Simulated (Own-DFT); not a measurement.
Simulation results for Hf36O71 (tetragonal hafnia with one neutral oxygen vacancy, atoms displaced)

Computed with Own-DFT development build. A calculation, not a measurement: plane-wave PBE and HSE06 DFT by an unreviewed code, no spin, of a simulated cell at Gamma alone, so results move with cell size and shape, stress positive in tension, energies less offsets, not probed for a lower state with spin; hafnium file: forces about 75 meV/angstrom off all-electron values; oxygen file: force components 24 meV/angstrom off all-electron in a glass; k mesh not checked against a denser one; forces and stress are PBE's, HSE06 gives the energy alone, and its difference from PBE has offsets of its own; offsets are fitted by least squares, one for each functional and potential file, so energies compare only between cells with the same atoms and settings and are not formation energies; the far tail of each file's local potential was reset to the Coulomb form; each entry is a single point on an unrelaxed cell, so the pressure reflects the starting lattice, taken from the Materials Project, from which strain is counted, and rises with the displacements; printed positions are rounded, which can move forces by about a meV/angstrom; the program is a retired in-house code; no spin-orbit coupling.

Common to all runs: first functional PBE; second functional HSE06; exact exchange share 0.25; screening 0.11 1/bohr; exchange divergence Gygi-Baldereschi; potential files PseudoDojo norm-conserving, scalar-relativistic, made for PBE, standard set; wave cutoff 48 hartree; occupations fixed; k mesh 1 x 1 x 1 centred on Gamma.

(1) Hf36O71 (tetragonal hafnia with one neutral oxygen vacancy, atoms displaced)

```
Hf36O71
1.0
     10.7800     0.0000     0.0000
      0.0000    10.7800     0.0000
      0.0000     0.0000    10.4493
Hf O Hf O Hf O Hf O Hf O Hf O Hf O Hf O Hf O Hf O Hf O Hf O Hf O Hf O Hf O Hf O Hf O Hf O
2 4 2 4 2 4 2 4 2 4 2 4 2 4 2 3 2 4 2 4 2 4 2 4 2 4 2 4 2 4 2 4 2 4 2 4
Direct
  0.99840 0.99467 0.99768
  0.17135 0.16444 0.24949
  0.00623 0.16304 0.15427
  0.16525 0.00672 0.34434
  0.00151 0.17018 0.39935
  0.16960 0.00865 0.09776
  0.00062 0.99448 0.49635
  0.16327 0.17172 0.75137
  0.00180 0.17529 0.64941
  0.16643 0.99986 0.83953
  0.00109 0.16951 0.90152
  0.16078 0.00678 0.59943
  0.99196 0.33385 0.01020
  0.16531 0.49790 0.25182
  0.98964 0.50383 0.14883
  0.16429 0.32466 0.34928
  0.99257 0.49375 0.39472
  0.16601 0.33537 0.10549
  0.00149 0.34185 0.49996
  0.16555 0.49752 0.74261
  0.99709 0.50133 0.65665
  0.17072 0.32890 0.84504
  0.00863 0.49940 0.90856
  0.16504 0.34057 0.59586
  0.00531 0.66027 0.99382
  0.17141 0.82830 0.25047
  0.99993 0.83437 0.14792
  0.16443 0.65701 0.34707
  0.99979 0.83973 0.40078
  0.17058 0.66896 0.09915
  0.99772 0.66477 0.49579
  0.16424 0.83306 0.75166
  0.00675 0.83544 0.65148
  0.16861 0.66186 0.85417
  0.99538 0.82989 0.89769
  0.17086 0.67578 0.60019
  0.33292 0.00853 0.00142
  0.50558 0.16334 0.25169
  0.33450 0.17183 0.15415
  0.50312 0.99161 0.34993
  0.33320 0.16545 0.39762
  0.49994 0.99967 0.09829
  0.33054 0.99845 0.50140
  0.50172 0.16892 0.75377
  0.50104 0.99530 0.84680
  0.33927 0.16622 0.90920
  0.50793 0.00413 0.59718
  0.33046 0.32724 0.00487
  0.50347 0.50620 0.25264
  0.33276 0.49969 0.15786
  0.50064 0.33360 0.34588
  0.33353 0.51006 0.41276
  0.50277 0.33627 0.09083
  0.33793 0.33939 0.49833
  0.50135 0.49585 0.74431
  0.33660 0.50135 0.65267
  0.51045 0.32789 0.85239
  0.33777 0.50288 0.90530
  0.50278 0.33195 0.58982
  0.32522 0.66262 0.99544
  0.49797 0.83895 0.24661
  0.33173 0.83709 0.15886
  0.50397 0.66201 0.33956
  0.33506 0.84122 0.40119
  0.49991 0.66953 0.10330
  0.33474 0.66087 0.49845
  0.49821 0.83173 0.74695
  0.32888 0.83344 0.65557
  0.49990 0.66178 0.85146
  0.32833 0.84558 0.90493
  0.48935 0.67300 0.60514
  0.66291 0.99836 0.00464
  0.83177 0.16694 0.23999
  0.66514 0.16524 0.14770
  0.83361 0.00340 0.35067
  0.66130 0.16200 0.40616
  0.82807 0.00015 0.09515
  0.66909 0.98859 0.49971
  0.82609 0.16868 0.75094
  0.65923 0.16801 0.63494
  0.83672 0.99643 0.84771
  0.66748 0.16950 0.90572
  0.83430 0.99771 0.59940
  0.66821 0.33602 0.00052
  0.83329 0.50253 0.24568
  0.66919 0.49790 0.15580
  0.83631 0.33128 0.35423
  0.65895 0.49324 0.40123
  0.83216 0.32436 0.09419
  0.65969 0.33180 0.50045
  0.83396 0.49672 0.75373
  0.67623 0.50038 0.65759
  0.83481 0.33110 0.85023
  0.66142 0.50095 0.89635
  0.82546 0.33660 0.59901
  0.66833 0.66631 0.00106
  0.83154 0.83228 0.25432
  0.67122 0.83592 0.15418
  0.83242 0.67147 0.34635
  0.66453 0.83836 0.40820
  0.83014 0.66434 0.10624
  0.66305 0.66946 0.50143
  0.83681 0.84002 0.74892
  0.66731 0.83312 0.65223
  0.83325 0.66753 0.84808
  0.67531 0.83484 0.90912
  0.82708 0.66262 0.59859
```

* PBE energy of cell above offsets: -96.591 eV
* HSE06 less PBE above offsets: 0.050 eV
* PBE pressure: 2.31 GPa
* PBE stress xx: -1.84 GPa
* PBE stress yy: -2.38 GPa
* PBE stress zz: -2.7 GPa
* PBE stress yz: -1.72 GPa
* PBE stress xz: 0.16 GPa
* PBE stress xy: -0.02 GPa

Force:
| element | x (eV/Å) | y (eV/Å) | z (eV/Å) |
| --- | --- | --- | --- |
| Hf | 0.228 | 0.838 | 0.367 |
| Hf | -1.008 | 0.185 | 0.463 |
| O | -1.623 | 0.402 | -0.786 |
| O | 0.175 | -2.486 | 0.607 |
| O | -0.18 | -0.476 | 0.86 |
| O | -0.449 | -0.633 | -0.646 |
| Hf | -0.183 | 3.518 | 0.335 |
| Hf | -0.478 | -1.447 | -1.259 |
| O | -0.996 | 0.11 | 0.971 |
| O | -0.444 | 0.777 | 0.967 |
| O | -0.178 | -0.347 | 0.668 |
| O | 1.42 | -0.062 | -0.674 |
| Hf | 2.309 | -1.237 | -1.447 |
| Hf | -0.048 | -1.891 | -1.044 |
| O | 2.068 | -0.406 | -0.172 |
| O | 0.651 | 2.846 | 0.328 |
| O | 0.64 | 2.438 | 0.384 |
| O | -0.517 | 0.422 | -0.867 |
| Hf | -1.759 | -3.861 | -0.201 |
| Hf | 0.658 | -0.518 | 1.248 |
| O | 0.745 | 0.417 | -0.948 |
| O | 0.429 | 1.769 | 0.539 |
| O | -0.333 | -1.269 | -0.948 |
| O | 1.204 | 0.435 | 0.241 |
| Hf | -1.195 | 1.66 | 1.154 |
| Hf | -0.963 | 1.25 | -0.095 |
| O | 0.288 | 0.134 | 0.553 |
| O | -0.411 | 1.669 | 0.606 |
| O | 0.248 | -2.767 | -0.389 |
| O | -1.207 | -0.223 | 0.545 |
| Hf | -0.234 | 0.522 | 0.717 |
| Hf | 1.106 | 0.238 | 0.323 |
| O | -1.57 | -0.485 | -0.622 |
| O | -0.179 | 0.448 | -0.609 |
| O | 0.62 | -0.043 | 0.195 |
| O | -1.091 | -1.329 | -0.737 |
| Hf | -0.282 | -1.688 | 0.13 |
| Hf | -0.339 | 0.266 | 1.028 |
| O | 1.101 | 0.057 | -0.529 |
| O | -0.136 | 1.634 | -0.404 |
| O | 0.588 | 0.14 | 1.52 |
| O | -0.434 | -0.055 | 0.681 |
| Hf | 0.237 | 1.175 | 0.626 |
| Hf | 0.046 | -1.361 | -0.989 |
| O | 0.407 | 1.004 | -0.013 |
| O | -0.047 | 0.614 | -1.298 |
| O | -2.305 | -0.57 | 0.154 |
| Hf | 0.428 | 1.442 | 0.234 |
| Hf | 0.187 | -1.959 | -1.655 |
| O | -0.327 | 0.057 | 0.353 |
| O | -0.76 | -0.002 | -0.207 |
| O | -0.079 | -3.133 | -2.152 |
| O | -0.46 | -0.151 | 0.581 |
| Hf | -0.961 | -2.105 | -0.33 |
| Hf | 0.984 | 0.477 | 2.172 |
| O | -0.616 | -0.261 | -0.303 |
| O | -0.709 | 1.093 | -1.42 |
| O | -0.256 | -1.76 | -0.345 |
| O | -1.986 | 0.666 | 1.948 |
| Hf | 2.335 | 1.154 | 0.098 |
| Hf | 0.245 | -1.229 | -0.348 |
| O | 0.072 | -0.037 | -0.507 |
| O | -0.074 | 2.642 | 2.224 |
| O | -0.522 | -2.262 | 0.007 |
| O | -0.039 | -0.152 | -0.985 |
| Hf | -0.686 | 3.948 | 1.68 |
| Hf | -0.522 | 0.021 | 0.874 |
| O | 0.659 | 0.779 | -0.23 |
| O | -0.013 | 1.053 | -0.854 |
| O | 0.088 | -2.045 | 0.239 |
| O | 2.057 | -0.596 | -1.026 |
| Hf | 0.41 | 0.077 | -0.997 |
| Hf | 1.246 | -0.099 | 2.489 |
| O | -0.154 | 0.134 | 0.329 |
| O | -0.169 | -0.605 | -0.758 |
| O | -0.285 | 0.271 | -1.499 |
| O | 1.222 | 0.406 | 0.229 |
| Hf | 0.071 | 4.138 | 1.114 |
| Hf | 0.746 | -0.18 | -1.385 |
| O | 1.105 | 0.202 | 3.134 |
| O | 0.026 | 1.459 | -0.015 |
| O | 0.5 | -1.044 | -0.786 |
| O | 0.261 | -0.258 | 0.35 |
| Hf | -1.617 | 0.168 | -0.836 |
| Hf | -0.771 | -0.386 | 1.863 |
| O | -0.265 | -0.209 | -0.864 |
| O | -0.628 | 0.144 | -1.87 |
| O | 0.255 | 2.163 | 0.494 |
| O | -0.374 | 0.297 | 1.427 |
| Hf | 2.881 | -1.472 | -1.357 |
| Hf | -0.681 | 0.431 | 0.047 |
| O | -2.716 | 0.352 | -0.91 |
| O | 0.091 | 0.675 | 0.305 |
| O | 0.804 | -0.189 | 1.092 |
| O | 1.175 | -0.024 | 0.437 |
| Hf | -0.593 | 0.22 | -0.207 |
| Hf | 0.852 | 1.386 | -1.355 |
| O | -0.968 | 0.114 | 0.401 |
| O | 0.043 | -1.129 | 1.21 |
| O | 0.279 | -3.619 | -1.665 |
| O | 0.493 | 0.08 | -1.044 |
| Hf | 0.147 | -0.934 | 0.254 |
| Hf | -0.123 | -1.034 | 0.138 |
| O | -0.19 | -0.424 | 0.127 |
| O | 0.364 | -0.582 | 0.057 |
| O | -0.428 | -0.495 | -0.456 |
| O | 1.37 | 0.516 | -1.077 |

(2) Hf36O71 (tetragonal hafnia with one neutral oxygen vacancy, atoms displaced)

```
Hf36O71
1.0
     10.7800     0.0000     0.0000
      0.0000    10.7800     0.0000
      0.0000     0.0000    10.4493
Hf O Hf O Hf O Hf O Hf O Hf O Hf O Hf O Hf O Hf O Hf O Hf O Hf O Hf O Hf O Hf O Hf O Hf O
2 4 2 4 2 4 2 4 2 3 2 4 2 4 2 4 2 4 2 4 2 4 2 4 2 4 2 4 2 4 2 4 2 4 2 4
Direct
  0.99224 0.00807 0.00867
  0.17180 0.15934 0.24819
  0.00811 0.16346 0.14715
  0.15531 0.00982 0.34281
  0.00303 0.16404 0.41287
  0.16506 0.00850 0.10119
  0.99912 0.00139 0.49406
  0.16515 0.15066 0.73743
  0.99856 0.18598 0.65407
  0.15763 0.99870 0.85007
  0.98470 0.16273 0.89639
  0.16696 0.00870 0.61036
  0.01644 0.32263 0.00073
  0.17376 0.49190 0.25884
  0.00290 0.49659 0.15439
  0.17145 0.33486 0.35093
  0.00994 0.50692 0.39959
  0.15769 0.33212 0.11177
  0.00932 0.33614 0.50636
  0.16115 0.51197 0.74608
  0.00130 0.49954 0.64071
  0.17510 0.33460 0.84188
  0.00799 0.50198 0.90282
  0.16400 0.31906 0.59893
  0.00706 0.66994 0.00106
  0.16223 0.81957 0.24383
  0.16446 0.66211 0.35186
  0.00287 0.82727 0.40491
  0.17029 0.65966 0.09975
  0.99566 0.66886 0.48591
  0.17532 0.84256 0.75475
  0.99487 0.82647 0.66997
  0.17021 0.66173 0.84721
  0.99691 0.83546 0.91034
  0.16326 0.66856 0.60564
  0.33411 0.00469 0.99966
  0.49156 0.16622 0.25428
  0.33690 0.17764 0.14625
  0.49232 0.99327 0.33749
  0.32715 0.15721 0.39296
  0.49032 0.01258 0.10673
  0.34635 0.99182 0.50568
  0.49724 0.15725 0.75328
  0.34414 0.17922 0.65187
  0.50187 0.99750 0.84738
  0.33147 0.15965 0.90789
  0.49862 0.00631 0.59111
  0.33515 0.33646 0.00977
  0.49719 0.49731 0.24923
  0.34174 0.49929 0.15661
  0.50628 0.32752 0.36119
  0.33186 0.49764 0.39447
  0.47689 0.33182 0.09787
  0.33834 0.33649 0.50211
  0.50600 0.49923 0.74182
  0.33824 0.48734 0.65546
  0.51244 0.33735 0.84795
  0.32071 0.50403 0.89607
  0.50759 0.32760 0.57963
  0.33333 0.67457 0.99578
  0.49718 0.83070 0.26317
  0.33460 0.83435 0.17529
  0.50479 0.66526 0.34919
  0.31892 0.82488 0.40320
  0.49165 0.66592 0.08967
  0.32496 0.67567 0.49320
  0.49984 0.82364 0.74826
  0.33781 0.83354 0.65334
  0.49926 0.66728 0.85360
  0.33371 0.83103 0.89549
  0.50067 0.68200 0.59596
  0.67282 0.00166 0.00134
  0.83764 0.16528 0.25153
  0.67893 0.17687 0.14433
  0.83022 0.00625 0.34767
  0.66639 0.16916 0.38478
  0.84993 0.99080 0.10221
  0.66678 0.99615 0.50330
  0.83133 0.15829 0.75901
  0.67437 0.16814 0.65397
  0.84872 0.00270 0.83955
  0.67891 0.17403 0.89505
  0.82391 0.99757 0.59887
  0.67826 0.32908 0.00036
  0.82668 0.50286 0.25410
  0.66399 0.48861 0.14916
  0.82777 0.33579 0.35348
  0.67009 0.49560 0.39759
  0.83504 0.34575 0.10219
  0.67300 0.33506 0.51262
  0.83909 0.49267 0.74359
  0.67471 0.51642 0.65350
  0.83313 0.34363 0.84942
  0.67410 0.49827 0.91172
  0.83273 0.32846 0.59467
  0.66212 0.66745 0.98575
  0.83519 0.83335 0.24354
  0.66935 0.84049 0.15962
  0.83191 0.65624 0.34576
  0.68167 0.83579 0.40403
  0.83879 0.67560 0.08915
  0.66496 0.66020 0.49901
  0.83602 0.82500 0.75891
  0.65789 0.83596 0.64804
  0.83578 0.67466 0.86031
  0.67217 0.83468 0.90951
  0.82625 0.65929 0.61690
```

* PBE energy of cell above offsets: -89.331 eV
* HSE06 less PBE above offsets: 0.455 eV
* PBE pressure: 4.67 GPa
* PBE stress xx: -4.76 GPa
* PBE stress yy: -4.97 GPa
* PBE stress zz: -4.29 GPa
* PBE stress yz: 1.94 GPa
* PBE stress xz: -1.88 GPa
* PBE stress xy: -0.29 GPa

Force:
| element | x (eV/Å) | y (eV/Å) | z (eV/Å) |
| --- | --- | --- | --- |
| Hf | 4.691 | -0.682 | -3.099 |
| Hf | 0.51 | 1.988 | -0.213 |
| O | -1.772 | 0.3 | 0.269 |
| O | -0.416 | -4.108 | 1.413 |
| O | -0.483 | 0.93 | -1.034 |
| O | 1.069 | -1.104 | -0.726 |
| Hf | -0.699 | 0.17 | 0.664 |
| Hf | -0.14 | 4.504 | 1.445 |
| O | -0.392 | -1.825 | 0.412 |
| O | 0.772 | 0.172 | 0.55 |
| O | 1.194 | 0.925 | 1.094 |
| O | 0.508 | -1.562 | -1.988 |
| Hf | -2.356 | 2.747 | -1.043 |
| Hf | -1.929 | 0.366 | -1.882 |
| O | -0.055 | 0.716 | 0.66 |
| O | -0.203 | -1.53 | 0.804 |
| O | -0.285 | -1.312 | 0.19 |
| O | 2.872 | 0.196 | -0.386 |
| Hf | -1.35 | -0.046 | -0.915 |
| Hf | 0.93 | -2.671 | 1.338 |
| O | -0.343 | -0.43 | 0.398 |
| O | -1.186 | -1.316 | 0.52 |
| O | -0.092 | -0.369 | -0.635 |
| O | 2.126 | 0.68 | -0.572 |
| Hf | -1.216 | -1.651 | -0.067 |
| Hf | -0.663 | 1.177 | 0.418 |
| O | 0.449 | 0.868 | 0.042 |
| O | -0.16 | 2.452 | -1.358 |
| O | 0.574 | 1.74 | 0.528 |
| Hf | -0.325 | -2.376 | 3.35 |
| Hf | -2.424 | -2.356 | 0.061 |
| O | 1.938 | 0.731 | -1.408 |
| O | -0.294 | 3.459 | 0.527 |
| O | 0.58 | 0.346 | 0.888 |
| O | 0.892 | 0.208 | -1.48 |
| Hf | -0.426 | -0.289 | 1.145 |
| Hf | 1.567 | 0.925 | 0.1 |
| O | -1.913 | -1.05 | 0.652 |
| O | -0.24 | 0.759 | 2.824 |
| O | 1.051 | 0.08 | 1.178 |
| O | 2.007 | -0.511 | -1.724 |
| Hf | -3.027 | 1.523 | -2.223 |
| Hf | 1.521 | 2.614 | -0.036 |
| O | -1.094 | -1.168 | -0.112 |
| O | 0.378 | -0.589 | 0.342 |
| O | 0.605 | 0.929 | -1.232 |
| O | 1.041 | 0.193 | 1.377 |
| Hf | -4.619 | 0.843 | -3.712 |
| Hf | 1.684 | -1.101 | 0.455 |
| O | -2.186 | -0.037 | -0.862 |
| O | -1.495 | 0.957 | -2.505 |
| O | 0.465 | 1.165 | 1.37 |
| O | 6.965 | -0.061 | 2.307 |
| Hf | -0.95 | -0.693 | -0.415 |
| Hf | -1.116 | -0.987 | 1.869 |
| O | 0.077 | 0.254 | -1.165 |
| O | -0.772 | -0.639 | -1.05 |
| O | 1.448 | 0.359 | 1.496 |
| O | -1.063 | 0.968 | 3.452 |
| Hf | -0.721 | -3.097 | -0.022 |
| Hf | 1.663 | -0.916 | -2.678 |
| O | -0.682 | -0.093 | -2.171 |
| O | -0.184 | -0.175 | 0.508 |
| O | 0.686 | 3.19 | 0.003 |
| O | 1.737 | 0.489 | 1.009 |
| Hf | -0.028 | -3.842 | 2.094 |
| Hf | 1.017 | 0.315 | 0.227 |
| O | -0.686 | 0.761 | -1.002 |
| O | 0.667 | -0.527 | -1.324 |
| O | -0.33 | 1.68 | 0.456 |
| O | -1.066 | -1.297 | -0.13 |
| Hf | -1.274 | 0.49 | 0.873 |
| Hf | -0.918 | 2.824 | 0.853 |
| O | -1.072 | -1.385 | -0.43 |
| O | 1.109 | -1.518 | 0.041 |
| O | -0.18 | -1.304 | 1.953 |
| O | -4.836 | -0.486 | 1.474 |
| Hf | 1.634 | 1.317 | -1.197 |
| Hf | 0.854 | 3.292 | -2.079 |
| O | -2.335 | -0.372 | -0.336 |
| O | -1.415 | -2.82 | 2.269 |
| O | -0.47 | -2.902 | 0.715 |
| O | 2.146 | 0.189 | -0.404 |
| Hf | -0.022 | 1.752 | 0.795 |
| Hf | 1.211 | -3.636 | -2.609 |
| O | -0.9 | 0.903 | 0.728 |
| O | 1.086 | -0.601 | -0.672 |
| O | -0.554 | 1.053 | 1.211 |
| O | 1.413 | -1.262 | -0.875 |
| Hf | 0.68 | -1.538 | -4.25 |
| Hf | 1.063 | 1.406 | 1.368 |
| O | -2.38 | -1.615 | -0.439 |
| O | -0.199 | -1.949 | 0.091 |
| O | -0.554 | 1.022 | -1.555 |
| O | 1.372 | 1.385 | 1.609 |
| Hf | 1.226 | -1.665 | 2.65 |
| Hf | 0.021 | -0.828 | 0.608 |
| O | -1.235 | 0.449 | -0.589 |
| O | 0.314 | 3.472 | 1.458 |
| O | -0.662 | -0.965 | 0.042 |
| O | -1.092 | 0.595 | 1.667 |
| Hf | 1.11 | 0.64 | 0.17 |
| Hf | -0.476 | 0.384 | -1.078 |
| O | 0.782 | 0.315 | 1.007 |
| O | -0.439 | -2.15 | -0.862 |
| O | -0.373 | 1.694 | -0.914 |
| O | 1.064 | 1.551 | -2.557 |
